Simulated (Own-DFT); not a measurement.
# What a defect does to the pressure of its cell: C11b WSi2

No measurement is shown. These are fixed-geometry runs of a retired plane-wave code named Own-DFT, which no person has reviewed; spin and spin-orbit coupling are neglected.

Method: PBE; PseudoDojo norm-conserving scalar-relativistic files; cutoff 50 hartree; 5 x 5 x 5 k mesh centred on Gamma; cold (Marzari-Vanderbilt) smearing of 0.2 eV.

Caveats: forces on such cells failed a check on a denser k mesh; stress not checked against mesh or cutoff.

All runs share one cell, with vectors in Å (-2.148, -5.953, 3.409); (-6.444, 2.976, 1.136); (-2.553, -2.948, -6.757) and a volume of 403.2 Å³. u is the rms random offset of the atoms per axis. The defect's site can differ from row to row.

| cell | formula | u (Å) | P (GPa) |
|---|---|---|---|
| no defect | Si20W10 | 0.0204 | 4.43 |
| no defect | Si20W10 | 0.0218 | 4.45 |
| no defect | Si20W10 | 0.0434 | 5.75 |
| one Si vacancy | Si19W10 | 0.0309 | 3.34 |
| one Si vacancy | Si19W10 | 0.0494 | 4.80 |
| one Si vacancy | Si19W10 | 0.0527 | 4.91 |
| one Si on a W site | Si21W9 | 0.0290 | ? |
| one Si on a W site | Si21W9 | 0.0318 | 6.25 |
| one Si on a W site | Si21W9 | 0.0524 | 7.19 |
| one Si on a W site | Si21W9 | 0.0526 | 7.40 |
| one W on a Si site | Si19W11 | 0.0291 | 10.21 |
| one W on a Si site | Si19W11 | 0.0302 | 9.56 |
| one W on a Si site | Si19W11 | 0.0479 | 10.84 |

## Fit

P = P0 + c u² + a shift for each defect gives P0 = 4.17 GPa, c = 762 ± 94 GPa/Å² and a scatter of 0.24 GPa. The shifts, and each times the cell's volume:

- one W on a Si site: 5.00 ± 0.20 GPa, 12.6 eV
- one Si on a W site: 1.11 ± 0.23 GPa, 2.8 eV
- one Si vacancy: -1.39 ± 0.22 GPa, -3.5 eV

Positive is outwards. The product with the volume (160.2 GPa Å³ to the eV) is nearly free of the cell's size; divided by the bulk modulus at the cell's pressure it gives the volume that the defect adds. The atoms around the defects weren't relaxed, which would change these numbers.

## Prediction

The question: what pressure belongs in the blank (one Si on a W site, u = 0.0290 Å)?

The fitted form gives 5.93 ± 0.31 GPa. The hidden result is 6.14 GPa.
